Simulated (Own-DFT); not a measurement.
AlN (wurtzite, atoms displaced), SiC (4H silicon carbide, strained, atoms displaced) (calculated)

A calculation, not a measurement: plane-wave PBE density functional theory by an unreviewed code, no spin, of a simulated periodic cell, stress positive in tension, free energy of the whole cell less one offset for each atom, forces on such cells passed a denser k mesh, this cell's mesh not checked; offsets are fitted by least squares, one for each functional and potential file, so energies compare only between cells with the same atoms and settings and are not formation energies; the far tail of each file's local potential was reset to the Coulomb form; each entry is a single point on an unrelaxed cell, so the pressure reflects the starting lattice, mostly measured values (interpolated for alloys), from which strain is counted, and rises with the displacements; printed positions are rounded, which can move forces by about a meV/angstrom; the program, named Own-DFT, is a retired in-house code; no spin-orbit coupling; before rounding, a Quantum ESPRESSO 7.3.1 run of the same cell and cutoff gave forces within 1 meV/angstrom rms on each cell, which checks the program and not the settings. Program: Own-DFT development build.

Settings shared by all entries: functional PBE; potential files PseudoDojo norm-conserving, scalar-relativistic, standard set; wave cutoff 42 hartree; occupations Fermi-Dirac; smearing width 0.1 eV.

(1) AlN (wurtzite, atoms displaced)

```
AlN
1.0
     12.4480     0.0000     0.0000
     -6.2240    10.7803     0.0000
      0.0000     0.0000     9.9640
Al N Al N Al N Al N Al N Al N Al N Al N Al N Al N Al N Al N Al N Al N Al N Al N Al N Al N Al N Al N Al N Al N Al N Al N Al N Al N Al N Al N Al N Al N Al N Al N
2 2 2 2 2 2 2 2 2 2 2 2 2 2 2 2 2 2 2 2 2 2 2 2 2 2 2 2 2 2 2 2 2 2 2 2 2 2 2 2 2 2 2 2 2 2 2 2 2 2 2 2 2 2 2 2 2 2 2 2 2 2 2 2
Direct
  0.08368 0.16724 0.99995
  0.16435 0.08218 0.25064
  0.08216 0.16526 0.19093
  0.16658 0.08327 0.44051
  0.08235 0.16644 0.50006
  0.16709 0.08334 0.75050
  0.08149 0.16663 0.68980
  0.16512 0.08175 0.94077
  0.08326 0.41738 0.99888
  0.16698 0.33769 0.25156
  0.08224 0.41707 0.18943
  0.16733 0.33285 0.43903
  0.08689 0.41919 0.49854
  0.16559 0.33021 0.75201
  0.08417 0.41644 0.69247
  0.16933 0.33629 0.93742
  0.08426 0.66530 0.00123
  0.16426 0.58290 0.24687
  0.08249 0.66621 0.19060
  0.16673 0.58164 0.44149
  0.08454 0.66699 0.49904
  0.16691 0.58375 0.75135
  0.08425 0.66435 0.69037
  0.16866 0.58359 0.94008
  0.08718 0.91680 0.99950
  0.16593 0.83315 0.25124
  0.08116 0.91501 0.18970
  0.16788 0.83305 0.44053
  0.08487 0.91838 0.49580
  0.16415 0.83395 0.75083
  0.08378 0.91526 0.69297
  0.16886 0.83576 0.94072
  0.33640 0.16979 0.99961
  0.41848 0.08549 0.24900
  0.33575 0.16735 0.19307
  0.41819 0.08233 0.43964
  0.33494 0.16670 0.49960
  0.41439 0.08213 0.74987
  0.33235 0.16697 0.69145
  0.41777 0.08284 0.94010
  0.33906 0.41901 0.00068
  0.41668 0.33544 0.24858
  0.33610 0.41518 0.18753
  0.41653 0.33533 0.44377
  0.33437 0.41879 0.49906
  0.41561 0.33241 0.74745
  0.33332 0.41547 0.68928
  0.41536 0.33456 0.94084
  0.33040 0.66748 0.00003
  0.41768 0.58174 0.24990
  0.33489 0.66782 0.19139
  0.41465 0.58218 0.44032
  0.33682 0.66763 0.50137
  0.41486 0.58527 0.75037
  0.33156 0.66392 0.68993
  0.41579 0.58357 0.93739
  0.33442 0.91501 0.00227
  0.41713 0.83443 0.25174
  0.33263 0.91792 0.18893
  0.41505 0.83364 0.44027
  0.33465 0.91643 0.50172
  0.41594 0.83172 0.74902
  0.33370 0.91461 0.68938
  0.41670 0.83055 0.93554
  0.58547 0.16789 0.99979
  0.66539 0.08473 0.24950
  0.58283 0.16671 0.19372
  0.66574 0.08340 0.44506
  0.58569 0.16718 0.50232
  0.66603 0.07962 0.75059
  0.58215 0.16598 0.69174
  0.66765 0.08580 0.93926
  0.58152 0.41580 0.00183
  0.66632 0.33249 0.24832
  0.58038 0.41552 0.19062
  0.66874 0.33649 0.44236
  0.57817 0.41463 0.50165
  0.66722 0.33368 0.74796
  0.58475 0.41690 0.68986
  0.66876 0.33569 0.93852
  0.58081 0.66560 0.00044
  0.66530 0.58284 0.25013
  0.58280 0.66686 0.18938
  0.66889 0.58565 0.44148
  0.58381 0.66771 0.50320
  0.66604 0.58126 0.75152
  0.58298 0.66790 0.69573
  0.66886 0.58206 0.93928
  0.58295 0.91697 0.00177
  0.66942 0.83634 0.25036
  0.58796 0.91944 0.19071
  0.66653 0.83577 0.44313
  0.58032 0.91326 0.49910
  0.66555 0.83170 0.74897
  0.58481 0.91766 0.69352
  0.66691 0.83432 0.94068
  0.83334 0.16654 0.00215
  0.91704 0.08258 0.25058
  0.83174 0.16699 0.19197
  0.91514 0.08563 0.43990
  0.83024 0.16469 0.49895
  0.91868 0.08449 0.74695
  0.83115 0.16690 0.68707
  0.92001 0.08167 0.94133
  0.83218 0.41478 0.99617
  0.91589 0.33156 0.25282
  0.83355 0.41886 0.19520
  0.91765 0.33348 0.44095
  0.83651 0.41610 0.50137
  0.91383 0.33171 0.74930
  0.83390 0.41776 0.69054
  0.91625 0.33381 0.94312
  0.83072 0.66682 0.99932
  0.91805 0.58385 0.24728
  0.83333 0.66779 0.19374
  0.91704 0.58310 0.44107
  0.83161 0.66419 0.49842
  0.91596 0.58407 0.74835
  0.83378 0.66760 0.69339
  0.91545 0.58094 0.94161
  0.83155 0.91215 0.99762
  0.91614 0.83433 0.25100
  0.82878 0.91234 0.18874
  0.91459 0.83482 0.43942
  0.83279 0.91533 0.49978
  0.91621 0.83413 0.74793
  0.83304 0.91347 0.68908
  0.91564 0.83220 0.94047
```

```
k mesh                            : 2 x 2 x 2 centred on Gamma
free energy of cell above offsets : -62.448 eV
pressure                          : 3.75 GPa
stress xx                         : -4.05 GPa
stress yy                         : -3.33 GPa
stress zz                         : -3.87 GPa
stress yz                         : -0.07 GPa
stress xz                         : -0.05 GPa
stress xy                         : 0.23 GPa
```

Force:
| element | x (eV/Å) | y (eV/Å) | z (eV/Å) |
| --- | --- | --- | --- |
| Al | 0.27 | 0.197 | 0.016 |
| Al | 0.532 | 0.237 | -0.389 |
| N | 0.012 | 0.661 | 0.111 |
| N | 0.041 | 0.256 | 0.113 |
| Al | -0.043 | 0.13 | -0.258 |
| Al | -0.37 | -0.178 | -0.007 |
| N | 0.747 | -0.202 | -0.109 |
| N | 0.551 | 0.628 | 0.093 |
| Al | 0.265 | -0.282 | -0.196 |
| Al | 0.535 | -0.866 | -0.636 |
| N | 0.099 | -0.027 | 0.04 |
| N | 0.003 | 0.208 | 0.221 |
| Al | -0.355 | -0.729 | 0.676 |
| Al | -0.054 | 0.844 | -0.631 |
| N | -0.204 | -0.188 | -0.183 |
| N | 0.097 | -0.415 | 1.133 |
| Al | -0.627 | 0.257 | -0.567 |
| Al | 0.618 | 0.184 | 0.716 |
| N | 0.296 | 0.377 | -0.082 |
| N | 0.186 | 0.795 | -0.55 |
| Al | -0.092 | -0.32 | 0.208 |
| Al | -0.027 | -0.515 | -0.406 |
| N | -0.533 | 0.634 | 0.14 |
| N | -0.625 | -0.022 | 0.309 |
| Al | -1.117 | -0.144 | 0.019 |
| Al | 0.048 | 0.097 | -0.296 |
| N | 0.32 | 0.268 | 0.356 |
| N | -0.16 | 0.195 | 0.012 |
| Al | -0.216 | -0.613 | 0.722 |
| Al | 1.016 | -0.593 | -0.182 |
| N | -0.495 | 0.556 | -0.837 |
| N | 0.337 | -0.799 | 0.116 |
| Al | -0.314 | -0.812 | 0.174 |
| Al | -0.257 | -0.471 | 0.309 |
| N | -0.709 | 0.061 | -0.327 |
| N | -0.227 | 0.223 | 0.285 |
| Al | -0.127 | -0.058 | -0.151 |
| Al | 0.507 | -0.021 | -0.024 |
| N | 0.192 | -0.254 | -0.236 |
| N | -0.125 | 0.127 | 0.313 |
| Al | -1.365 | -0.053 | -0.632 |
| Al | 0.381 | -0.83 | 0.696 |
| N | -1.116 | 0.522 | 0.611 |
| N | -0.183 | -0.523 | -0.741 |
| Al | -0.281 | -0.563 | 0.456 |
| Al | 0.157 | 0.462 | 0.278 |
| N | -0.235 | 0.325 | 0.13 |
| N | 0.853 | -0.241 | -0.419 |
| Al | 1.142 | -0.171 | 0.101 |
| Al | -0.354 | 0.35 | -0.182 |
| N | -0.246 | -0.215 | -0.077 |
| N | 0.714 | 0.522 | -0.027 |
| Al | -1.011 | -0.361 | -0.406 |
| Al | 0.596 | -0.859 | -0.134 |
| N | -0.022 | 0.705 | -0.055 |
| N | -0.08 | 0.138 | 0.812 |
| Al | -0.067 | 0.346 | -0.793 |
| Al | 0.1 | 0.048 | -0.48 |
| N | 0.438 | -0.243 | 0.564 |
| N | 0.504 | -0.291 | 0.156 |
| Al | -0.438 | 0.226 | -0.258 |
| Al | 0.126 | 0.116 | -0.233 |
| N | -0.493 | 0.192 | 0.365 |
| N | -0.254 | 0.538 | 1.09 |
| Al | -0.352 | 0.09 | -0.188 |
| Al | 0.454 | -0.1 | 0.664 |
| N | 0.169 | 0.15 | -0.841 |
| N | -0.044 | -0.549 | -0.902 |
| Al | -0.538 | 0.358 | -0.157 |
| Al | -0.428 | 0.963 | -0.209 |
| N | 0.125 | -0.082 | 0.154 |
| N | 0.246 | -0.523 | 0.524 |
| Al | 0.465 | 0.188 | -0.508 |
| Al | -0.055 | 0.61 | 0.775 |
| N | 0.506 | 0.219 | 0.083 |
| N | -0.238 | -0.538 | -0.124 |
| Al | 1.335 | 0.718 | -0.314 |
| Al | 0.017 | -0.205 | -0.009 |
| N | -0.539 | -0.205 | 0.291 |
| N | -0.598 | -0.566 | 0.39 |
| Al | 0.43 | 0.28 | -0.534 |
| Al | 0.32 | 0.199 | 0.061 |
| N | 0.036 | 0.083 | 0.375 |
| N | -0.966 | -0.625 | 0.014 |
| Al | 0.109 | -0.134 | -0.197 |
| Al | -0.007 | 0.399 | -0.281 |
| N | 0.078 | -0.651 | -0.749 |
| N | -1.175 | -0.128 | 0.538 |
| Al | 0.235 | 0.043 | -0.605 |
| Al | -0.445 | -0.839 | 0.15 |
| N | -1.021 | -0.323 | 0.238 |
| N | 0.138 | -0.672 | -0.378 |
| Al | 0.01 | 1.007 | 0.524 |
| Al | 0.211 | 0.578 | 0.461 |
| N | -0.298 | -0.891 | -0.711 |
| N | -0.228 | -0.367 | -0.052 |
| Al | 0.444 | -0.179 | -0.365 |
| Al | -0.455 | -0.207 | -0.396 |
| N | 0.338 | -0.203 | 0.024 |
| N | 0.602 | -0.679 | 0.173 |
| Al | 0.227 | 0.569 | 0.011 |
| Al | -0.767 | -0.539 | 0.47 |
| N | 0.489 | -0.308 | 0.711 |
| N | -1.093 | 0.132 | -0.296 |
| Al | 0.024 | 0.552 | 1.007 |
| Al | -0.368 | 0.491 | -0.378 |
| N | 0.27 | -0.751 | -0.988 |
| N | 0.33 | -0.207 | 0.207 |
| Al | -0.695 | 0.319 | -0.401 |
| Al | 0.553 | 0.337 | 0.067 |
| N | 0.033 | -0.199 | 0.149 |
| N | 0.298 | -0.389 | -0.485 |
| Al | 0.98 | -0.032 | 0.357 |
| Al | -0.676 | -0.02 | 0.611 |
| N | -0.054 | -0.244 | -0.473 |
| N | 0.221 | 0.218 | -0.093 |
| Al | 0.472 | 0.536 | 0.362 |
| Al | 0.408 | -0.029 | 0.363 |
| N | -0.2 | -0.199 | -0.68 |
| N | 0.13 | 0.621 | -0.086 |
| Al | 0.026 | 0.735 | 0.19 |
| Al | -0.125 | -0.338 | -0.415 |
| N | 0.778 | 1.029 | 0.211 |
| N | 0.823 | -0.261 | 0.305 |
| Al | -0.282 | 0.622 | 0.045 |
| Al | 0.391 | -0.307 | 0.51 |
| N | -0.516 | 0.779 | 0.11 |
| N | 0.581 | 0.095 | -0.147 |

(2) SiC (4H silicon carbide, strained, atoms displaced)

```
SiC
1.0
      9.4001    -0.1652    -0.0947
     -4.8431     8.0594    -0.0303
     -0.1031    -0.0976     9.9440
Si C Si C Si C Si C Si C Si C Si C Si C Si C Si C Si C Si C Si C Si C Si C Si C Si C Si C
2 2 2 2 2 2 2 2 2 2 2 2 2 2 2 2 2 2 2 2 2 2 2 2 2 2 2 2 2 2 2 2 2 2 2 2
Direct
  0.00206 0.00664 0.40687
  0.11327 0.22407 0.15648
  0.98913 0.99199 0.08708
  0.12508 0.23109 0.35090
  0.98959 0.33261 0.40612
  0.12451 0.56565 0.15722
  0.99684 0.33281 0.09310
  0.12557 0.56603 0.34472
  0.99322 0.65582 0.40672
  0.11300 0.89690 0.15824
  0.00365 0.66897 0.09964
  0.11619 0.88063 0.34276
  0.33662 0.99661 0.39617
  0.43679 0.21679 0.16444
  0.33734 0.00201 0.08718
  0.44282 0.21586 0.34445
  0.33977 0.33418 0.40743
  0.44707 0.55334 0.15295
  0.33033 0.33281 0.09891
  0.43996 0.55019 0.35435
  0.33534 0.66805 0.40543
  0.44760 0.89005 0.15698
  0.33955 0.66025 0.09237
  0.44831 0.89336 0.34931
  0.67697 0.00206 0.40844
  0.78226 0.22390 0.15969
  0.67287 0.99753 0.09276
  0.78144 0.22603 0.34106
  0.66522 0.33123 0.40619
  0.77178 0.54742 0.15000
  0.66373 0.33067 0.08690
  0.77242 0.55200 0.34634
  0.67576 0.67151 0.39910
  0.79134 0.89706 0.15384
  0.66323 0.66127 0.08777
  0.78141 0.88277 0.34307
  0.99442 0.99645 0.90720
  0.89593 0.78406 0.66236
  0.99409 0.99765 0.59054
  0.89435 0.78208 0.82978
  0.99601 0.65943 0.91481
  0.88763 0.43699 0.65096
  0.99143 0.66025 0.59792
  0.89098 0.43622 0.84886
  0.00232 0.33904 0.90325
  0.87966 0.10067 0.65975
  0.99251 0.32286 0.60108
  0.88587 0.11373 0.84313
  0.67169 0.00875 0.90260
  0.55921 0.77808 0.65539
  0.66131 0.98550 0.60156
  0.56752 0.78978 0.83575
  0.66965 0.68079 0.90896
  0.55574 0.44973 0.64318
  0.67646 0.67022 0.59442
  0.55962 0.44614 0.83869
  0.66812 0.33429 0.90945
  0.55218 0.11107 0.66394
  0.66341 0.33977 0.59409
  0.55674 0.11517 0.83604
  0.33785 0.00207 0.90843
  0.22126 0.77666 0.65401
  0.34258 0.00101 0.59047
  0.21445 0.78185 0.85083
  0.33192 0.67051 0.90956
  0.22799 0.44260 0.65487
  0.32586 0.66003 0.59811
  0.23489 0.45566 0.84802
  0.34247 0.33839 0.91768
  0.22583 0.11331 0.64885
  0.33532 0.32631 0.60038
  0.22749 0.11683 0.84650
```

```
k mesh                            : 4 x 4 x 3 centred on Gamma
free energy of cell above offsets : -4.976 eV
pressure                          : 5.43 GPa
stress xx                         : 3.45 GPa
stress yy                         : -5.91 GPa
stress zz                         : -13.84 GPa
stress yz                         : -2.68 GPa
stress xz                         : -3.63 GPa
stress xy                         : -8.27 GPa
```

Force:
| element | x (eV/Å) | y (eV/Å) | z (eV/Å) |
| --- | --- | --- | --- |
| Si | 1.591 | -0.704 | -0.225 |
| Si | -1.282 | -0.033 | 0.264 |
| C | 3.015 | 2.063 | 1.509 |
| C | -2.767 | -1.51 | -1.444 |
| Si | 3.808 | 1.531 | 1.028 |
| Si | -1.13 | -1.5 | -0.284 |
| C | 1.194 | 0.708 | 0.618 |
| C | -2.8 | -2.172 | -0.023 |
| Si | 0.883 | 1.468 | 0.143 |
| Si | 0.446 | -1.34 | -1.043 |
| C | -0.435 | -0.178 | -0.056 |
| C | -2.1 | 0.892 | 0.514 |
| Si | -0.13 | -0.167 | 2.552 |
| Si | 0.959 | 1 | -2.618 |
| C | -0.23 | -0.383 | 2.842 |
| C | -0.352 | 0.87 | 0.627 |
| Si | 0.361 | -0.315 | 1.094 |
| Si | -0.285 | 0.407 | 1.729 |
| C | 1.049 | -0.77 | 0.594 |
| C | 1.012 | 1.855 | -2.103 |
| Si | 1.357 | 0.447 | 1.674 |
| Si | 0.598 | -0.096 | -0.212 |
| C | -0.757 | 1.55 | 1.007 |
| C | 1.256 | -0.441 | -1.289 |
| Si | -0.853 | -0.768 | 0.341 |
| Si | -0.731 | -0.222 | -2.316 |
| C | -0.946 | 0.617 | 0.371 |
| C | -1.496 | -1 | 1.167 |
| Si | 0.023 | 0.05 | 0.37 |
| Si | 0.432 | 1.227 | 0.93 |
| C | -0.023 | -1.053 | 2.996 |
| C | 0.3 | -0.452 | -1.623 |
| Si | -0.976 | -1.727 | 2.252 |
| Si | -3.132 | -2.541 | 0.741 |
| C | 0.762 | 1.032 | 2.024 |
| C | -0.799 | 2.425 | -0.935 |
| Si | 1.058 | 1.251 | -2.52 |
| Si | -0.014 | -1.173 | -4.849 |
| C | 0.93 | 0.723 | 0.806 |
| C | -0.313 | -0.767 | 7.164 |
| Si | -0.326 | 0.924 | -1.914 |
| Si | -0.654 | 0.684 | 1.908 |
| C | 1.098 | 0.71 | -0.925 |
| C | -1.499 | 1.236 | -0.977 |
| Si | 1.68 | -0.653 | 0.488 |
| Si | 1.063 | 0.667 | -0.431 |
| C | 0.316 | 0.614 | -1.631 |
| C | 1.62 | 0.078 | 0.877 |
| Si | -0.558 | -0.513 | 0.139 |
| Si | -0.062 | -2.58 | -0.532 |
| C | -1.019 | 3.267 | -2.372 |
| C | -1.288 | -0.928 | 2.737 |
| Si | 0.977 | -1.763 | -3.244 |
| Si | 1.256 | 0.155 | 3.023 |
| C | -1.442 | 0.365 | -1.319 |
| C | 0.037 | 0.794 | 1.146 |
| Si | -0.466 | 0.418 | -2.818 |
| Si | 1.097 | 0.475 | -3.754 |
| C | 1.32 | -1.744 | -0.547 |
| C | 0.302 | -0.629 | 4.307 |
| Si | -1.163 | 0.741 | -2.176 |
| Si | -0.197 | -0.157 | 0.858 |
| C | -2.019 | -0.735 | -0.478 |
| C | 1.778 | -0.937 | -0.791 |
| Si | 0.679 | 1.193 | -1.8 |
| Si | -0.725 | -0.612 | 1.099 |
| C | 0.868 | 0.908 | -0.931 |
| C | -0.409 | -1.893 | -0.278 |
| Si | -0.241 | -0.019 | -3.265 |
| Si | 0.249 | -1.88 | 2.088 |
| C | -1.327 | 1.699 | -2.377 |
| C | -0.432 | -0.692 | 0.076 |
